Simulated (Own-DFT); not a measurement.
# Misfit strain and the stress it brings: wurtzite AlN, 72 atoms (Al36N36)

Everything here is calculated. The program is Own-DFT (plane waves, in-house, since retired, never reviewed by a person); positions were held fixed, and spin and spin-orbit coupling were off.

All runs used: PBE; PseudoDojo norm-conserving scalar-relativistic files; cutoff 42 hartree; 4 x 4 x 3 k mesh centred on Gamma; Gaussian smearing of 0.01 eV.

Caveats: k mesh not checked against a denser one; stress not checked against mesh or cutoff.

Unstrained cell vectors in Å: (9.336, 0.000, 0.000); (-4.668, 8.085, 0.000); (0.000, 0.000, 9.964). The unstrained cell has measured lattice constants (interpolated for alloys), not those of this functional. That, the random moves and any unrelaxed bonds set the pressure at no strain. Each run strains x and y alike by e, as a substrate would, and holds the height along z. Random moves of width 0.05 Å per axis were added to every atom. Stress is positive in tension.

```
e (%),u (Å),(s_xx + s_yy)/2 (GPa),s_zz (GPa)
-3.00,0.047,-26.83,-9.29
-2.75,0.053,-23.63,-10.14
-1.50,0.050,-16.51,-5.61
-1.25,0.050,-13.20,-6.90
-1.00,0.052,-12.35,-6.85
1.25,0.052,1.20,-5.20
1.50,0.050,2.46,-3.07
2.00,0.052,?,?
2.75,0.049,8.20,-1.31
3.00,0.049,9.49,-2.19
```

## Fit

With e as a fraction, the in-plane stress is -6.0 + 597 e - 2736 e² GPa (errors 10 and 633, scatter 0.63), and s_zz is -5.5 + 127 e GPa (slope ± 16, scatter 1.02). At e = 0 the first slope is C11 + C12 and the second 2 C13, both with the ions held to the strained lattice and at the cell's own pressure. The term in e² is negative: the layer stiffens under compression and softens under tension. A free layer would change its height as e changes, and the in-plane slope would drop by 2 C13²/C33 to the biaxial modulus. At fixed height, a misfit of 1 % moves the in-plane stress by about 6.0 GPa and s_zz by 1.3 GPa.

## Test on the hidden row

Asked: what are the two stresses at e = 2.00 %?

The fit gives 4.9 and -2.9 GPa. Computed: 4.19 and -1.15 GPa.
